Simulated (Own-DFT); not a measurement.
# Strain and stress in wurtzite GaN, 96 atoms (Ga48N48)

Calculated results; nothing here was measured. They come from Own-DFT, an in-house plane-wave density functional program, since retired, whose code no person has reviewed. Each row is one single-point run on a periodic cell that was not relaxed, without spin or spin-orbit coupling.

Settings of every run: PBE; PseudoDojo norm-conserving scalar-relativistic files (stringent for Ga); cutoff 96 hartree; 3 x 4 x 3 k mesh centred on Gamma; Gaussian smearing of 0.01 eV.

Known limits: forces on such cells passed a denser k mesh, each cell not checked; stress not checked against mesh or cutoff.

Unstrained cell vectors in Å: (12.756, 0.000, 0.000); (-4.783, 8.285, 0.000); (0.000, 0.000, 10.370). The unstrained cell has measured lattice constants (interpolated for alloys), not those of this functional. That, the random moves and any unrelaxed bonds set the pressure at no strain. Each run strains this cell uniformly, with the atoms carried along. Every atom was also moved at random, by a Gaussian of width 0.05 Å on each axis. Strain is the symmetric tensor, in per cent. Stress is positive in tension, and the pressure is minus a third of its trace.

| run | e_xx (%) | e_yy (%) | e_zz (%) | e_yz (%) | e_xz (%) | e_xy (%) | s_xx (GPa) | s_yy (GPa) | s_zz (GPa) | s_yz (GPa) | s_xz (GPa) | s_xy (GPa) | P (GPa) | E (meV/atom) |
|---|---|---|---|---|---|---|---|---|---|---|---|---|---|---|
| 1 | -0.32 | -1.24 | -1.22 | 1.70 | 1.85 | -0.54 | -10.98 | -16.04 | -14.05 | 4.44 | 4.81 | -1.97 | 13.69 | 55.9 |
| 2 | -0.61 | 0.49 | 1.33 | -0.53 | 0.76 | 1.75 | -7.37 | -4.46 | -2.81 | -0.67 | 1.13 | 6.04 | 4.88 | 14.8 |
| 3 | 0.92 | 1.39 | 2.00 | -0.25 | 1.51 | 0.20 | -0.44 | 0.51 | 3.09 | -0.98 | 3.02 | 0.93 | -1.05 | 0.0 |
| 4 | 1.21 | 0.78 | 1.89 | -0.06 | 1.27 | 0.58 | -0.63 | -1.05 | 1.54 | -0.50 | 1.97 | 1.60 | 0.05 | 10.6 |
| 5 | 0.19 | -1.31 | -1.30 | -0.92 | -1.28 | 0.82 | -8.88 | -13.44 | -14.66 | -1.34 | -2.27 | 2.82 | 12.33 | 42.1 |
| 6 | 0.59 | 1.97 | 1.28 | -1.62 | -1.29 | 1.93 | -2.91 | 2.78 | -1.17 | -2.72 | -3.29 | 5.35 | 0.43 | 19.8 |
| 7 | -1.96 | 0.17 | -0.67 | 1.21 | -0.85 | 1.71 | -15.82 | -9.24 | -11.99 | 3.75 | -2.14 | 5.37 | 12.35 | 36.7 |
| 8 | 1.53 | 0.46 | 0.27 | 1.44 | 1.75 | -0.32 | -1.08 | -4.34 | -4.62 | 3.23 | 3.98 | -1.39 | 3.34 | 23.3 |
| 9 | 0.80 | 0.24 | 0.69 | -1.09 | -0.92 | 1.92 | -2.08 | -4.41 | -5.10 | -2.31 | -1.71 | 5.64 | 3.86 | 15.1 |
| 10 | -1.31 | 1.50 | 1.71 | -1.12 | -1.64 | -1.72 | -9.91 | -1.75 | 0.19 | -2.35 | -3.26 | -5.79 | 3.82 | 20.2 |
| 11 | 0.55 | 0.10 | -0.64 | -1.34 | 0.04 | 0.28 | -3.68 | -5.44 | -11.39 | -2.79 | 0.02 | 0.17 | 6.84 | 11.1 |
| 12 | -1.17 | -1.23 | -2.00 | -1.08 | -1.42 | -0.86 | -16.13 | -15.37 | -18.54 | -2.56 | -3.01 | -3.45 | 16.68 | 51.8 |
| 13 | 1.11 | -1.46 | -1.60 | 0.33 | 0.07 | -1.91 | -4.68 | -14.72 | -16.21 | 1.01 | -0.14 | -5.88 | 11.87 | 54.3 |
| 14 | -1.55 | 0.99 | -0.18 | -1.22 | 1.88 | -1.34 | -13.04 | -5.06 | -8.26 | -2.49 | 4.36 | -3.84 | 8.79 | 33.1 |
| 15 | 1.93 | 1.88 | -0.08 | -1.08 | 1.70 | -1.05 | 2.76 | 1.93 | -5.80 | -1.92 | 3.27 | -3.32 | 0.37 | 10.4 |
| 16 | 0.18 | -1.56 | -1.66 | -1.19 | 0.70 | -0.40 | ? | ? | ? | ? | ? | ? | ? | ? |

E is the free energy for each atom above the lowest run shown.

## Worked fit

Each stress component was fitted by least squares to a constant and the strains of the runs shown, as fractions, with shears doubled. Shear strains stay in the fit of a normal stress only where such slopes are resolved. The slopes, in GPa:

| stress | at no strain | per e_xx | per e_yy | per e_zz | scatter |
|---|---|---|---|---|---|
| s_xx | -7.2 | 424 ± 20 | 85 ± 34 | 86 ± 30 | 0.89 |
| s_yy | -7.6 | 100 ± 21 | 430 ± 34 | 84 ± 30 | 0.92 |
| s_zz | -8.1 | 52 ± 15 | 86 ± 25 | 440 ± 22 | 0.66 |

Each shear stress against twice its own strain: yz 118 ± 6, xz 109 ± 6, xy 158 ± 5 GPa. These are stiffnesses along x, y and z of the frame in which the cell vectors are given, which need not be the crystal's axes. The atoms are held to the strained lattice; where symmetry lets them move under strain, relaxing them would lower some slopes. The table should be nearly symmetric about its diagonal, and what it lacks of that shows the noise. A ninth of its sum, 199 ± 3 GPa, estimates the bulk modulus near the mean pressure of these runs, 6.5 GPa, so it lies above the value at zero pressure.

## Withheld run

Question: what normal stresses and pressure should run 16 give?

The fit gives s_xx = -9.2, s_yy = -15.5, s_zz = -16.6 and P = 13.8 GPa. The calculation gave -9.61, -14.53, -17.01 and P = 13.71 GPa.
